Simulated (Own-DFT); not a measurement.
# How strain changes the stress of wurtzite AlGaN with randomly placed atoms, 96 atoms (Al36Ga12N48)

All numbers below are calculated, not measured. The program, named Own-DFT, is a retired in-house plane-wave density functional code that no person has reviewed. Each row is one single-point run on a periodic cell that was not relaxed, without spin or spin-orbit coupling.

Settings of every run: PBE; PseudoDojo norm-conserving scalar-relativistic files (stringent for Ga); cutoff 96 hartree; 3 x 4 x 3 k mesh centred on Gamma; Gaussian smearing of 0.01 eV.

Known limits: k mesh not checked against a denser one; stress not checked against mesh or cutoff.

Unstrained cell vectors in Å: (12.525, 0.000, 0.000); (-4.697, 8.135, 0.000); (0.000, 0.000, 10.066). The unstrained cell has measured lattice constants (interpolated for alloys), not those of this functional. That, the random moves and any unrelaxed bonds set the pressure at no strain. Each run strains this cell uniformly, with the atoms carried along. Every atom was also moved at random, by a Gaussian of width 0.05 Å on each axis. The random placing of the alloy's atoms differs from row to row. Strain is the symmetric tensor, in per cent. Stress is positive in tension, and the pressure is minus a third of its trace.

```
run,e_xx (%),e_yy (%),e_zz (%),s_xx (GPa),s_yy (GPa),s_zz (GPa),P (GPa),E (meV/atom)
1,-2.75,-2.75,0.00,-25.07,-24.82,-10.90,20.26,87.4
2,1.50,1.50,0.00,1.99,1.83,-3.93,0.03,0.0
3,-1.00,-1.00,0.00,-13.18,-10.18,-8.45,10.60,21.9
4,1.00,1.00,0.00,-2.08,-1.88,-3.09,2.35,20.8
5,2.75,2.75,0.00,7.44,7.26,-2.09,-4.20,14.3
6,1.75,1.75,0.00,3.13,3.10,-4.14,-0.70,7.1
7,2.50,2.50,0.00,6.53,5.43,-1.86,-3.37,11.1
8,-0.75,-0.75,0.00,?,?,?,?,?
```

E is the free energy for each atom above the lowest run shown.

## Worked fit

The change of volume is close to e_xx + e_yy + e_zz. A straight line through the runs shown gives P = 7.28 - 220 x (fractional change of volume) GPa, with an error of 9 on the slope and a scatter of 0.86 GPa. The strain isn't the same on all axes and the cell isn't cubic, so the slope belongs to this path and is not the bulk modulus.

## Withheld run

Question: what pressure should run 8 give? Its volume changes by -1.49 %.

The line gives 10.6 GPa. The calculation gave 9.45 GPa.
